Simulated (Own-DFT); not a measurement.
Hf$_{32}$O$_{63}$ (monoclinic hafnia with one vacancy, atoms displaced) (calculated)

All values are calculated (Own-DFT development build). A calculation, not a measurement: plane-wave density functional theory by an unreviewed code, no spin, of a simulated periodic cell, stress positive in tension, run twice, with PBE and with PBEsol, both on files made for PBE, so the change isn't that of files made for PBEsol, defect cell not probed for a lower state with spin; hafnium file: forces about 75 meV/angstrom off all-electron values; oxygen file: force components 24 meV/angstrom off all-electron in one glass; forces on such cells passed a denser k mesh, this cell's mesh not checked; the far tail of each file's local potential was reset to the Coulomb form; each entry is a single point on an unrelaxed cell, so the pressure reflects the starting lattice, mostly measured values (interpolated for alloys), from which strain is counted, and rises with the displacements; printed positions are rounded, which can move forces by about a meV/angstrom; the program, named Own-DFT, is a retired in-house code; no spin-orbit coupling; stress was not checked against mesh or cutoff.

```xyz
95
Lattice="10.2340 0.0000 0.0000 0.0000 10.3500 0.0000 -1.6955 0.0000 10.4453" Properties=species:S:1:pos:R:3:PBE_force_x:R:1:PBE_force_y:R:1:PBE_force_z:R:1:PBEsol_force_x:R:1:PBEsol_force_y:R:1:PBEsol_force_z:R:1 formula=Hf32O63 functional=PBE,then_PBEsol potential_files=PseudoDojo_norm-conserving,scalar-relativistic,standard_set wave_cutoff=72 occupations=Fermi-Dirac smearing_width=0.1 k_mesh=2_x_2_x_2_centred_on_Gamma PBE_pressure=6.18 PBE_stress_xx=-6.12 PBE_stress_yy=-5.75 PBE_stress_zz=-6.67 PBE_stress_yz=0.71 PBE_stress_xz=-1.21 PBE_stress_xy=0.34 PBEsol_pressure=-0.22 PBEsol_stress_xx=0.28 PBEsol_stress_yy=0.59 PBEsol_stress_zz=-0.23 PBEsol_stress_yz=0.68 PBEsol_stress_xz=-0.84 PBEsol_stress_xy=0.37 rms_change_of_force_components_from_PBE_to_PBEsol=0.053
Hf     1.1939     0.2333     1.0307      1.953     -0.749       1.99      1.907     -0.683      1.922
Hf     3.4433     2.7513     1.5674      0.701      0.674     -0.966      0.668      0.676     -0.913
Hf     2.9876     4.8877     4.0597      0.831      1.289      3.349      0.801       1.17       3.29
Hf     0.7986     2.3455     3.7029      0.479      0.509      0.859      0.477      0.464       0.81
O      0.1392     1.7282     1.8220     -1.182      0.591     -0.403     -1.144      0.588     -0.346
O      4.6923     4.3598     0.8435     -1.541      -1.27      0.137     -1.483     -1.207      0.097
O      4.1393     3.4797     3.4760      1.972     -1.649     -0.654      1.902      -1.61     -0.683
O     -0.3654     0.8471     4.4848      0.107      0.425     -1.112      0.095       0.39     -1.028
O      1.9384     3.9148     2.5621     -1.366     -0.513     -0.999     -1.264     -0.491     -0.963
O      2.8636     1.3643     0.1780      -0.61     -1.307      -0.89     -0.653     -1.284     -0.849
O      2.3771     1.2492     2.7563      0.264      0.127      0.204      0.188      0.144      0.192
O      1.4693     3.8334     5.1506     -0.437       -0.1     -1.136     -0.354     -0.095     -1.125
Hf     0.3550     0.1991     6.2437      1.325      0.122      2.051      1.293      0.206      1.972
Hf     2.6329     2.7258     6.7603     -1.635      2.767     -0.021     -1.597      2.764     -0.003
Hf     2.2133     5.0579     9.3175     -0.699     -3.177      0.868     -0.702      -3.14      0.845
Hf    -0.1266     2.3822     8.8761      2.661      1.512      -0.03      2.593      1.445     -0.053
O     -0.7481     1.7640     7.0002     -1.093     -0.092     -0.157     -1.054     -0.084     -0.094
O      3.7394     4.2824     6.0083      0.893      0.691     -0.101      0.852       0.67      -0.15
O      3.3450     3.5011     8.5799      1.139     -0.682      0.898        1.1     -0.687      0.821
O     -1.1855     0.9100     9.6703     -0.164     -0.255     -0.404     -0.166     -0.265     -0.344
O      1.0777     3.9435     7.7296     -0.948     -0.244     -0.536     -0.856     -0.229     -0.524
O      1.9348     1.3376     5.3609     -0.254     -0.977     -0.825     -0.312     -0.961     -0.801
O      1.4992     1.2321     7.9008     -0.001     -0.142      0.863     -0.057     -0.139      0.827
O      0.6824     3.7744    10.2740     -0.474      0.762      1.174     -0.418      0.745      1.145
Hf     1.2238     5.3138     1.1596      0.485      0.517     -2.708      0.496       0.57     -2.675
Hf     3.4649     7.8951     1.5395     -0.092      1.416     -0.142     -0.084      1.404     -0.105
Hf     2.9792    10.0636     4.1891      0.502       0.65     -1.059       0.47      0.572     -1.012
Hf     0.8712     7.4513     3.6006     -0.375      1.949      1.153     -0.204      1.754      1.135
O      0.0813     6.8787     1.8111     -0.383      0.009     -0.427     -0.363       0.03     -0.352
O      4.6437     9.4870     0.7933     -1.185     -0.944      0.118     -1.141      -0.89      0.057
O      4.1298     8.5524     3.4559      0.495      -0.03      0.113      0.464     -0.042       0.06
O     -0.2994     6.0528     4.3826     -0.753     -0.624      0.176     -0.705     -0.617      0.213
O      1.9024     9.1515     2.5391     -0.291     -0.694     -0.691     -0.213     -0.693     -0.654
O      2.7589     6.4729     0.1080      0.406      0.272      0.505      0.339      0.268      0.495
O      2.3652     6.3661     2.6277      0.578      0.121      0.817      0.478      0.129        0.8
O      1.3859     8.9124     5.0380      0.248       1.65      1.129       0.33      1.619      1.087
Hf     0.4304     5.4248     6.2877      0.846     -1.632       0.58      0.851     -1.547      0.558
Hf     2.6273     7.9995     6.7358     -0.185      -0.21      0.072     -0.183     -0.137      0.106
Hf     2.1784    10.1422     9.3792      0.413      0.713     -0.043      0.398       0.64     -0.033
Hf    -0.0402     7.5893     8.9982      0.549     -1.062     -0.654      0.529     -1.095     -0.648
O     -0.6419     6.9101     7.0227     -1.473      0.915     -0.073     -1.431      0.899     -0.031
O      3.7525     9.5344     6.0580     -1.049     -0.916     -0.159      -1.04      -0.89      -0.21
O      3.3676     8.6624     8.5682      0.008      0.315      0.897      0.003      0.276      0.821
O     -1.1828     6.0873     9.6287     -0.545     -0.563       0.15     -0.519     -0.553       0.19
O      1.2108     9.1202     7.8173     -2.092     -0.413     -1.363     -1.953     -0.412     -1.314
O      1.9986     6.5975     5.3442     -0.144     -1.554     -0.355     -0.222     -1.512     -0.339
O      1.5309     6.3317     8.0049     -0.109      2.515     -1.484      -0.16       2.44     -1.437
O      0.5969     8.9936    10.3756      0.298      0.488     -0.108      0.344      0.472     -0.124
Hf     6.3128     0.1196     1.0841       1.24      1.025     -0.496      1.224      0.998     -0.537
Hf     8.5988     2.7919     1.4632      -0.19     -0.148      0.439     -0.191       -0.1      0.453
Hf     8.1587     4.9908     4.1571      0.047     -0.821     -1.056      0.025     -0.856     -0.982
Hf     5.9420     2.3672     3.6878      -0.26      0.036      0.431     -0.253      0.011      0.411
O      5.1776     1.7219     1.8627      0.191     -0.176      0.141      0.179     -0.137      0.191
O      9.7992     4.3026     0.7075     -0.528     -0.802      1.391     -0.523     -0.764      1.311
O      9.3156     3.4108     3.4408     -0.022      0.321     -0.676     -0.016      0.291     -0.705
O      4.7619     0.9298     4.6133     -1.533      0.492     -3.765     -1.464      0.458     -3.609
O      6.9901     3.8638     2.4983       0.49      0.069     -0.345       0.53       0.06     -0.341
O      7.9189     1.2727     0.0508      0.626      1.148      1.284      0.567      1.114      1.225
O      7.6062     1.1974     2.7361     -0.672      1.524     -0.309     -0.703      1.479     -0.269
O      6.5743     3.8408     5.1025     -0.191     -0.098      0.086     -0.119     -0.094      0.085
Hf     5.4194     0.3016     6.2949      2.235     -2.738      1.796      2.168     -2.621      1.709
Hf     7.6502     2.8232     6.7652      0.768     -0.107     -0.553      0.736     -0.055      -0.53
Hf     7.3260     4.9923     9.3041     -0.872       1.57      0.938     -0.861      1.452      0.947
Hf     5.0771     2.3326     8.9197     -0.522      1.141       0.24     -0.485      1.079      0.222
O      4.3126     1.7736     6.9541       1.33      -0.29      1.742      1.295     -0.284      1.737
O      8.8505     4.2619     5.9614      0.913      0.736      1.058       0.86      0.732      0.972
O      8.3977     3.4603     8.7327      1.059     -1.121     -1.338      1.026     -1.102     -1.346
O      3.9501     0.8808     9.6674     -1.319     -0.229     -0.835     -1.267     -0.249     -0.774
O      6.1589     3.9027     7.7807     -0.074      0.454     -1.377      0.008      0.433     -1.339
O      7.0382     1.3229     5.3786      0.828      0.544     -0.147      0.748      0.524      -0.16
O      6.7080     1.2305     8.0266     -0.706       1.47     -1.744     -0.743      1.454     -1.677
O      5.8298     3.8084    10.2558     -0.763       0.03      1.135     -0.676      0.022      1.103
Hf     6.3483     5.3252     1.0768      1.256      1.486     -0.081      1.218      1.496     -0.089
Hf     8.6405     8.0406     1.5128     -1.719     -0.653     -0.528     -1.747     -0.658     -0.673
Hf     8.1676    10.2167     4.1567     -1.646     -2.205     -0.872     -1.716     -2.033     -0.753
Hf     5.9451     7.4602     3.7181      0.041      1.603     -0.968      0.032      1.511     -0.938
O      5.1628     6.9178     1.7572      0.619     -0.517       0.28      0.588     -0.493      0.326
O      9.7845     9.4714     0.7405      0.125      0.167      0.332       0.11      0.175      0.282
O      4.7953     6.0211     4.4358      -0.61     -0.173     -0.221     -0.554     -0.163     -0.165
O      7.0365     9.1692     2.4134      0.843     -1.576      1.394      0.896     -1.521      1.327
O      7.9159     6.5404     0.1643      0.173     -0.394     -0.765      0.122     -0.384     -0.722
O      7.4978     6.4072     2.6512     -0.122      -0.18      1.138     -0.199     -0.182      1.116
O      6.4850     9.0189     4.9862      1.077     -0.008      0.456      1.107     -0.013      0.421
Hf     5.5477     5.4421     6.3129     -1.518     -1.838     -0.174      -1.47     -1.742     -0.194
Hf     7.8310     7.9709     6.7409     -2.087      -0.03      0.341      -2.03      0.021       0.37
Hf     7.3573    10.2360     9.3299     -2.245     -3.075       0.18      -2.22     -3.014      0.213
Hf     4.9502     7.5159     8.8517      3.406      2.176      2.041      3.312      2.075      1.931
O      4.3582     6.8521     7.0935      -1.86      0.223     -1.927     -1.793      0.247     -1.817
O      8.8747     9.4749     6.0253      0.315      0.369      0.006      0.307      0.392     -0.041
O      8.4677     8.5854     8.6570     -0.088      0.615     -0.415     -0.071      0.577     -0.456
O      3.9136     6.0582     9.5958     -0.208     -0.801      0.865     -0.207     -0.794       0.87
O      6.0875     9.0773     7.6302      1.256       0.15      0.044      1.276      0.143      0.035
O      7.1022     6.4702     5.2968      0.507      0.501      0.641      0.416      0.458      0.614
O      6.5611     6.4564     7.9199      1.628     -0.595     -0.132      1.515     -0.596     -0.144
O      5.6786     9.0985    10.2924      0.713     -0.471      -0.28      0.741     -0.421     -0.238
```

Units: wave_cutoff in hartree; smearing_width in eV; PBE_pressure, PBE_stress_xx, PBE_stress_yy, PBE_stress_zz, PBE_stress_yz, PBE_stress_xz, PBE_stress_xy, PBEsol_pressure, PBEsol_stress_xx, PBEsol_stress_yy, PBEsol_stress_zz, PBEsol_stress_yz, PBEsol_stress_xz, PBEsol_stress_xy in GPa; rms_change_of_force_components_from_PBE_to_PBEsol, PBE_force_x, PBE_force_y, PBE_force_z, PBEsol_force_x, PBEsol_force_y, PBEsol_force_z in eV/Å.
